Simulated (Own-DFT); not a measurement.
# Point defects and the pressure they add: grey tin

Everything here is calculated. The program is Own-DFT (plane waves, in-house, since retired, never reviewed by a person); positions were held fixed, and spin and spin-orbit coupling were off.

All runs used: PBE; PseudoDojo norm-conserving scalar-relativistic files; cutoff 42 hartree; 3 x 3 x 3 k mesh centred on Gamma; cold (Marzari-Vanderbilt) smearing of 0.2 eV.

Caveats (not all hold for every row): not probed for a lower state with spin; forces on such cells moved up to 12 meV/angstrom on a denser k mesh; stress not checked against mesh or cutoff.

All runs share one cell, with vectors in Å (12.978, 0.000, 0.000); (0.000, 12.978, 0.000); (0.000, 0.000, 12.978) and a volume of 2185.9 Å³. Atoms were moved at random from their sites; u is the rms move along one axis. The defect's site can differ from row to row.

```
            cell  formula   u (Å)  P (GPa)
       no defect     Sn64  0.0212     3.39
       no defect     Sn64  0.0496     3.67
       no defect     Sn64  0.0515     3.68
  one Sn vacancy     Sn63  0.0330     3.27
  one Sn vacancy     Sn63  0.0528     3.48
  one Sn vacancy     Sn63  0.0541     3.40
two Sn vacancies     Sn62  0.0317        ?
two Sn vacancies     Sn62  0.0318     3.15
two Sn vacancies     Sn62  0.0468     3.17
two Sn vacancies     Sn62  0.0489     3.36
```

## Worked fit

P = P0 + c u² + a shift for each defect gives P0 = 3.36 GPa, c = 117 ± 26 GPa/Å² and a scatter of 0.06 GPa. The shifts, and each times the cell's volume:

- one Sn vacancy: -0.24 ± 0.05 GPa, -3.3 eV
- two Sn vacancies: -0.35 ± 0.05 GPa, -4.8 eV (-2.4 eV for each of its 2 sites)

A positive shift means that the defect pushes the cell outwards. Shift times volume (160.2 GPa Å³ is 1 eV) depends little on the cell's size, so, taken for each site, it can be compared between cells at like pressure. The atoms around the defects weren't relaxed, which would change these numbers.

## Test on the hidden row

The question: what pressure belongs in the blank (two Sn vacancies, u = 0.0317 Å)?

The fit gives 3.13 ± 0.08 GPa. DFT gave 3.16 GPa.
